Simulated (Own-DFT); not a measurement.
GaN (wurtzite, atoms displaced) (calculated)

All values are calculated (Own-DFT development build). A calculation, not a measurement: plane-wave PBE density functional theory by an unreviewed code, no spin, of a simulated periodic cell, stress positive in tension, free energy of the whole cell less one offset for each atom, forces on such cells passed a denser k mesh, this cell's mesh not checked; offsets are fitted by least squares, one for each functional and potential file, so energies compare only between cells with the same atoms and settings and are not formation energies; the far tail of each file's local potential was reset to the Coulomb form; each entry is a single point on an unrelaxed cell, so the pressure reflects the starting lattice, mostly measured values (interpolated for alloys), from which strain is counted, and rises with the displacements; printed positions are rounded, which can move forces by about a meV/angstrom; the program, named Own-DFT, is a retired in-house code; no spin-orbit coupling.

Settings shared by all entries: functional PBE; potential files PseudoDojo norm-conserving, scalar-relativistic, standard set; wave cutoff 42 hartree; occupations Fermi-Dirac; smearing width 0.1 eV; hardware one NVIDIA H200; k mesh 3 x 4 x 3 centred on Gamma.

(1) GaN (wurtzite, atoms displaced)

```
cell vectors (Å)
  12.7560     0.0000     0.0000
  -4.7835     8.2853     0.0000
   0.0000     0.0000    10.3700
atoms (fractions of the cell vectors)
Ga  0.08514  0.22149  0.99825
Ga  0.16582  0.11220  0.25232
N   0.07882  0.22014  0.18740
N   0.16298  0.09546  0.43220
Ga  0.07500  0.23059  0.51051
Ga  0.17140  0.10474  0.75343
N   0.08147  0.22115  0.69687
N   0.17043  0.11106  0.94188
Ga  0.08454  0.55682  0.99187
Ga  0.15901  0.44286  0.24639
N   0.08435  0.55567  0.18743
N   0.16423  0.44789  0.43879
Ga  0.07740  0.54633  0.49206
Ga  0.15999  0.43706  0.74842
N   0.08371  0.55810  0.68506
N   0.17274  0.44341  0.93515
Ga  0.08650  0.88445  0.99996
Ga  0.17047  0.78586  0.24743
N   0.08243  0.89479  0.18408
N   0.16743  0.77211  0.43788
Ga  0.07733  0.88213  0.50387
Ga  0.16784  0.79059  0.73834
N   0.08708  0.88831  0.68979
N   0.16891  0.77968  0.93531
Ga  0.33707  0.22535  0.99111
Ga  0.40845  0.10032  0.24564
N   0.33550  0.22378  0.18967
N   0.41046  0.10616  0.44281
Ga  0.33397  0.21719  0.49899
Ga  0.41440  0.09971  0.75317
N   0.34013  0.23475  0.67687
N   0.41776  0.11851  0.93768
Ga  0.33078  0.55489  0.00063
Ga  0.42224  0.43974  0.25953
N   0.32796  0.55513  0.19187
N   0.41437  0.44402  0.44424
Ga  0.33494  0.56782  0.50098
Ga  0.41358  0.43163  0.75228
N   0.33316  0.55782  0.69094
N   0.41996  0.44846  0.94140
Ga  0.33505  0.89053  0.00790
Ga  0.41623  0.78263  0.25305
N   0.33793  0.89825  0.18072
N   0.41407  0.78252  0.43745
Ga  0.33297  0.89514  0.49846
Ga  0.41753  0.76958  0.75571
N   0.32884  0.88655  0.68589
N   0.42070  0.78304  0.93768
Ga  0.58269  0.22270  0.99996
Ga  0.66407  0.11857  0.24823
N   0.58189  0.22598  0.18935
N   0.67702  0.12581  0.42949
Ga  0.58527  0.22366  0.49301
Ga  0.66848  0.12032  0.74045
N   0.58146  0.22370  0.68423
N   0.65735  0.10619  0.93773
Ga  0.57911  0.54956  0.00275
Ga  0.66848  0.45654  0.24116
N   0.58160  0.55847  0.18838
N   0.67034  0.44589  0.43388
Ga  0.59782  0.56037  0.49525
Ga  0.66806  0.44645  0.76061
N   0.58285  0.54785  0.69082
N   0.67086  0.44893  0.94743
Ga  0.58653  0.88818  0.00855
Ga  0.65555  0.77413  0.25021
N   0.58291  0.89874  0.19495
N   0.66824  0.77994  0.43689
Ga  0.58337  0.89309  0.50198
Ga  0.67007  0.78072  0.75620
N   0.59178  0.90690  0.67958
N   0.66694  0.77284  0.94056
Ga  0.83014  0.21043  0.99900
Ga  0.92155  0.11685  0.25469
N   0.83210  0.22416  0.19118
N   0.91775  0.11746  0.42606
Ga  0.83675  0.23162  0.50361
Ga  0.91885  0.11368  0.75297
N   0.83497  0.22454  0.68288
N   0.92456  0.11549  0.94130
Ga  0.83187  0.55431  0.99567
Ga  0.91944  0.44065  0.24513
N   0.83437  0.55145  0.18112
N   0.91878  0.44866  0.43801
Ga  0.83254  0.56428  0.50601
Ga  0.91875  0.45091  0.75385
N   0.83464  0.55782  0.69580
N   0.92099  0.45067  0.93010
Ga  0.83123  0.89128  0.99899
Ga  0.91553  0.77239  0.23728
N   0.83182  0.89024  0.19312
N   0.92451  0.77653  0.43937
Ga  0.83466  0.88293  0.49917
Ga  0.91957  0.76895  0.75433
N   0.82940  0.87583  0.68986
N   0.91181  0.76250  0.93652
```

- free energy of cell above offsets: 24.584 eV
- pressure: 7.55 GPa
- stress xx: -6.63 GPa
- stress yy: -7.55 GPa
- stress zz: -8.47 GPa
- stress yz: -0.76 GPa
- stress xz: -0.26 GPa
- stress xy: -0.43 GPa
- wall time: 1153 s

Force:
```csv
element,x (eV/Å),y (eV/Å),z (eV/Å)
Ga,0.807,0.577,0.801
Ga,-0.049,0.477,-0.647
N,1.05,0.537,-0.503
N,-0.558,1.538,1.881
Ga,1.726,-0.861,-1.518
Ga,-0.458,1.343,-0.548
N,0.856,-0.987,-0.807
N,-0.36,-0.376,-0.74
Ga,0.49,-0.091,0.564
Ga,1.603,-0.251,0.713
N,-0.711,1.096,-1.01
N,1.206,-0.764,-0.213
Ga,0.289,1.796,1.277
Ga,0.487,2.084,0.088
N,-0.121,-0.017,0.102
N,-1.395,-0.293,0.142
Ga,-0.905,0.114,-0.279
Ga,-0.623,-0.817,0.499
N,0.733,-0.685,0.193
N,-0.568,0.536,-0.363
Ga,2.081,0.937,-0.771
Ga,2.328,-3.02,1.763
N,-2.576,0.972,-0.496
N,0.586,0.102,-0.232
Ga,-0.677,0.285,2.027
Ga,0.407,2.982,1.343
N,-0.403,-0.214,-0.677
N,1.687,1.008,-1.729
Ga,-1.691,0.693,-1.095
Ga,0.014,1.282,-1.016
N,-0.357,-3.284,2.208
N,0.738,-1.085,-0.111
Ga,0.782,0.663,0.69
Ga,-1.994,0.073,-0.384
N,0.976,0.313,-0.178
N,0.753,0.618,-0.166
Ga,0.294,-1.534,0.145
Ga,-0.131,2.82,-0.299
N,0.249,-0.952,-0.211
N,-0.71,-0.405,-0.634
Ga,-0.036,-0.066,-3.404
Ga,-0.096,-1.018,-0.508
N,-0.178,-2.152,2.012
N,0.753,0.665,0.171
Ga,-0.142,-1.448,0.589
Ga,-0.347,1.441,-1.049
N,1.454,0.147,0.212
N,-0.025,-0.334,1.075
Ga,-0.038,0.181,0.493
Ga,0.847,0.524,-0.027
N,-0.74,0.185,-0.215
N,-0.899,-1.316,1.472
Ga,-0.395,-0.152,0.366
Ga,0.008,-0.067,1.117
N,-0.012,0.428,0.342
N,1.704,0.313,-0.468
Ga,0.526,0.719,-0.201
Ga,1.161,-1.258,0.754
N,-0.149,0.106,-0.149
N,0.35,0.042,-0.487
Ga,-2.582,-0.527,1.472
Ga,-0.341,-0.443,-1.012
N,-0.205,1.215,-0.084
N,-1.173,-1.122,-0.72
Ga,-0.72,-0.035,-0.906
Ga,1.424,1.32,0.25
N,0.09,-0.937,-0.591
N,-0.211,0.07,0.171
Ga,0.337,0.4,-1.583
Ga,-1.007,-0.827,-1.313
N,-0.07,-2.233,1.939
N,-0.637,0.516,0.444
Ga,-0.774,1.444,0.312
Ga,-1.022,-0.962,-2.484
N,0.385,-0.77,-1.276
N,-0.073,-0.628,4.392
Ga,0.19,-0.478,-1.693
Ga,-0.816,-1.152,-0.371
N,0.424,0.229,1.67
N,-1.309,-1.019,-0.742
Ga,1.36,-0.803,0.814
Ga,-0.929,0.715,0.71
N,-0.095,0.163,0.588
N,-1.488,-0.208,-0.536
Ga,1.173,-1.257,-0.445
Ga,0.779,-0.553,-1.9
N,-0.361,-1.065,-1.1
N,-0.237,-1.433,2.108
Ga,1.307,-0.568,0.804
Ga,-0.222,0.521,1.153
N,-0.341,-0.401,-0.756
N,-2.408,-0.492,-1.116
Ga,-0.172,1.083,-0.362
Ga,-0.83,1.49,-0.186
N,0.949,1.58,-0.098
N,0.007,3.015,0.542
```

(2) GaN (wurtzite, atoms displaced)

```
cell vectors (Å)
  12.7560     0.0000     0.0000
  -4.7835     8.2853     0.0000
   0.0000     0.0000    10.3700
atoms (fractions of the cell vectors)
Ga  0.08155  0.23037  0.99105
Ga  0.16928  0.11802  0.25184
N   0.07559  0.21795  0.19075
N   0.16721  0.10998  0.43352
Ga  0.07720  0.20939  0.49380
Ga  0.16508  0.11446  0.74963
N   0.08085  0.21699  0.68213
N   0.16910  0.10487  0.94244
Ga  0.08227  0.54755  0.00164
Ga  0.16482  0.44347  0.25249
N   0.07773  0.55221  0.18081
N   0.15475  0.44061  0.43793
Ga  0.09214  0.56528  0.50119
Ga  0.16861  0.44964  0.75066
N   0.08670  0.55666  0.68782
N   0.16717  0.45051  0.94181
Ga  0.08186  0.88785  0.99836
Ga  0.17403  0.77437  0.24916
N   0.08268  0.88904  0.18155
N   0.16611  0.77764  0.43479
Ga  0.08517  0.88924  0.50326
Ga  0.17898  0.78376  0.75234
N   0.07989  0.87731  0.68147
N   0.17126  0.77858  0.93814
Ga  0.32764  0.21460  0.00523
Ga  0.41579  0.10767  0.24740
N   0.33052  0.22241  0.18422
N   0.41006  0.10341  0.43045
Ga  0.32835  0.21713  0.49918
Ga  0.42627  0.10445  0.74779
N   0.33168  0.21016  0.68295
N   0.41783  0.10718  0.93709
Ga  0.33538  0.55498  0.99941
Ga  0.41840  0.43372  0.25312
N   0.33694  0.56175  0.19203
N   0.42314  0.44805  0.43203
Ga  0.32613  0.54968  0.49413
Ga  0.41536  0.44443  0.74373
N   0.33267  0.55520  0.68182
N   0.42037  0.45572  0.94085
Ga  0.34267  0.89262  0.99977
Ga  0.41710  0.77695  0.25042
N   0.32980  0.89286  0.18121
N   0.42009  0.77548  0.43287
Ga  0.33213  0.88639  0.49347
Ga  0.41910  0.76880  0.76013
N   0.32952  0.88545  0.68761
N   0.41456  0.78327  0.93761
Ga  0.57937  0.21714  0.99952
Ga  0.67105  0.12027  0.24848
N   0.58584  0.22216  0.18977
N   0.67364  0.12080  0.44093
Ga  0.57957  0.22346  0.50125
Ga  0.67309  0.11816  0.75080
N   0.58222  0.22492  0.68468
N   0.66990  0.11413  0.93374
Ga  0.58573  0.55729  0.00730
Ga  0.67539  0.44913  0.25767
N   0.58030  0.56370  0.19807
N   0.66362  0.44160  0.44421
Ga  0.58806  0.56196  0.50275
Ga  0.66785  0.44657  0.74645
N   0.58436  0.57610  0.68050
N   0.66256  0.43849  0.94085
Ga  0.58375  0.87893  0.00608
Ga  0.66957  0.77841  0.25134
N   0.58436  0.87947  0.18468
N   0.66525  0.77289  0.43617
Ga  0.58627  0.89445  0.50197
Ga  0.66524  0.77488  0.75083
N   0.58893  0.88868  0.69234
N   0.67609  0.78778  0.94142
Ga  0.83370  0.21781  0.98929
Ga  0.91194  0.10698  0.24372
N   0.83092  0.22130  0.18592
N   0.91150  0.11007  0.43379
Ga  0.83338  0.22306  0.49902
Ga  0.90729  0.11053  0.74837
N   0.83133  0.22972  0.69050
N   0.91623  0.11376  0.93568
Ga  0.82479  0.55206  0.99337
Ga  0.91779  0.44752  0.24366
N   0.83324  0.55889  0.18485
N   0.91521  0.44655  0.43142
Ga  0.83111  0.55930  0.49674
Ga  0.91727  0.44822  0.75264
N   0.82627  0.54195  0.67942
N   0.91551  0.43338  0.94298
Ga  0.83323  0.88436  0.99868
Ga  0.90692  0.76812  0.25456
N   0.83120  0.88436  0.17829
N   0.92511  0.77726  0.43588
Ga  0.84026  0.88157  0.50953
Ga  0.91320  0.78379  0.74447
N   0.83559  0.87999  0.68655
N   0.91355  0.77514  0.93338
```

* free energy of cell above offsets: 24.577 eV
* pressure: 7.51 GPa
* stress xx: -7.23 GPa
* stress yy: -6.09 GPa
* stress zz: -9.22 GPa
* stress yz: -0.09 GPa
* stress xz: 0.49 GPa
* stress xy: -0.79 GPa
* wall time: 1159 s

Force:
```csv
element,x (eV/Å),y (eV/Å),z (eV/Å)
Ga,1.126,-1.305,1.429
Ga,-0.86,-1.671,-1.481
N,1.095,0.9,-0.957
N,-0.355,-0.173,0.7
Ga,-0.562,1.004,0.187
Ga,0.834,-1.164,0.059
N,-0.705,0.499,0.803
N,-1.793,1.228,-1.434
Ga,-1.206,1.907,-0.745
Ga,-0.172,-0.029,-0.935
N,1.334,0.527,1.461
N,2.075,-0.487,-0.097
Ga,-2.211,-0.999,0.131
Ga,-0.069,-0.893,-0.419
N,-0.602,0.168,0.312
N,1.446,-0.605,-1.235
Ga,0.514,-1.119,0.124
Ga,-2.602,-0.033,-0.849
N,-0.017,-0.223,1.687
N,0.443,0.409,-0.024
Ga,0.701,0.047,-1.18
Ga,-2.761,-1.297,0.643
N,-0.034,0.944,1.758
N,-0.256,-0.328,0.2
Ga,1.067,0.96,-1.587
Ga,-0.032,0.571,-0.347
N,0.848,-0.207,0.998
N,0.526,0.86,0.95
Ga,0.83,0.848,-0.378
Ga,-2.225,-0.137,0.416
N,0.039,1.069,1.046
N,-0.583,0.873,-0.172
Ga,-0.813,0.61,1.179
Ga,-1.056,1.378,-0.758
N,-0.412,-1.599,-0.549
N,-1.085,-1.005,1.967
Ga,0.864,0.156,-0.409
Ga,0.492,-0.628,0.433
N,-0.02,-0.161,0.609
N,0.753,-1.454,-0.99
Ga,-2.516,-0.234,-0.058
Ga,0.273,0.683,-0.692
N,1.865,-0.263,0.876
N,-0.703,0.325,1.161
Ga,0.529,-0.262,0.794
Ga,-0.452,1.031,-2.315
N,3.01,0.688,-1.157
N,2.323,-1.358,0.687
Ga,0.941,0.124,0.307
Ga,0.256,-1.528,0.354
N,-0.985,0.504,-0.198
N,-1.595,-1.199,-0.444
Ga,0.309,-0.788,-0.845
Ga,-1.388,-1.032,-0.244
N,0.96,0.13,0.4
N,-0.818,-0.957,0.827
Ga,-0.262,0.206,0.016
Ga,-1.65,-0.583,-0.74
N,1.949,-1.643,-1.369
N,0.049,0.577,-0.62
Ga,-0.804,-0.597,-1.422
Ga,-1.102,0.027,0.343
N,0.776,-3.432,1.424
N,-0.727,0.3,-1.011
Ga,-0.536,1.365,-1.346
Ga,-0.171,0.568,0.287
N,-1.056,1.516,1.3
N,0.805,1.633,0.657
Ga,0.385,-0.395,-0.28
Ga,0.572,1.675,1.061
N,-1.224,0.756,-0.351
N,-1.204,-1.91,-1.137
Ga,-1,-0.229,1.994
Ga,-0.318,-0.217,0.425
N,0.476,0.283,-0.76
N,0.735,-1.147,0.594
Ga,0.539,1.263,-0.019
Ga,1.468,0.046,-0.362
N,1.255,-0.351,-0.87
N,0.93,-1.07,-0.528
Ga,1.768,0.28,0.645
Ga,-0.242,-0.614,0.543
N,-0.031,-0.741,-0.327
N,0.354,0.298,0.769
Ga,1.417,-1.134,-0.151
Ga,0.528,0.585,-0.138
N,0.25,1.616,1.293
N,-0.928,2.035,-1.043
Ga,0.981,1.142,-0.32
Ga,1.507,2.053,-1.535
N,0.157,0.167,1.831
N,-1.456,0.05,0.487
Ga,-1.609,0.765,-2.823
Ga,3.475,-2.291,1.308
N,-3.047,2.052,0.513
N,0.428,-0.208,-0.339
```
